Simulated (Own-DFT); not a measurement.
# What a defect does to the pressure of its cell: zincblende InP

Everything here is calculated. The program is Own-DFT (plane waves, in-house, since retired, never reviewed by a person); positions were held fixed, and spin and spin-orbit coupling were off.

Method: PBE; PseudoDojo norm-conserving scalar-relativistic files; cutoff 36 hartree; 3 x 3 x 3 k mesh centred on Gamma; Fermi-Dirac smearing of 0.1 eV.

Limits (not all hold for every row): not probed for a lower state with spin; forces on such cells moved up to 12 meV/angstrom on a denser k mesh; stress not checked against mesh or cutoff.

All runs share one cell, with vectors in Å (11.737, 0.000, 0.000); (0.000, 11.737, 0.000); (0.000, 0.000, 11.737) and a volume of 1617.0 Å³. u is the rms random offset of the atoms per axis. The defect's site can differ from row to row.

| cell | formula | u (Å) | P (GPa) |
|---|---|---|---|
| no defect | In32P32 | 0.0201 | 3.19 |
| no defect | In32P32 | 0.0470 | 3.52 |
| no defect | In32P32 | 0.0512 | 3.51 |
| one In on a P site and one P on an In site | In32P32 | 0.0310 | 3.68 |
| one In on a P site and one P on an In site | In32P32 | 0.0312 | 3.66 |
| one In on a P site and one P on an In site | In32P32 | 0.0450 | 3.89 |
| two P vacancies | In32P30 | 0.0279 | 2.90 |
| two P vacancies | In32P30 | 0.0289 | ? |
| two P vacancies | In32P30 | 0.0314 | 2.92 |
| two P vacancies | In32P30 | 0.0321 | 3.00 |

## Analysis

P = P0 + c u² + a shift for each defect gives P0 = 3.11 GPa, c = 167 ± 21 GPa/Å² and a scatter of 0.04 GPa. The shifts, and each times the cell's volume:

- one In on a P site and one P on an In site: 0.41 ± 0.03 GPa, 4.1 eV
- two P vacancies: -0.33 ± 0.04 GPa, -3.3 eV (-1.7 eV for each of its 2 sites)

Against the defect-free cell, a freed cell would be larger where the shift is positive and smaller where it is negative (160.2 GPa Å³ is 1 eV). The atoms around the defects weren't relaxed, which would change these numbers.

## Test on the hidden row

Question: what pressure belongs in the blank (two P vacancies, u = 0.0289 Å)?

From the fit: 2.92 ± 0.05 GPa. The hidden result is 2.83 GPa.
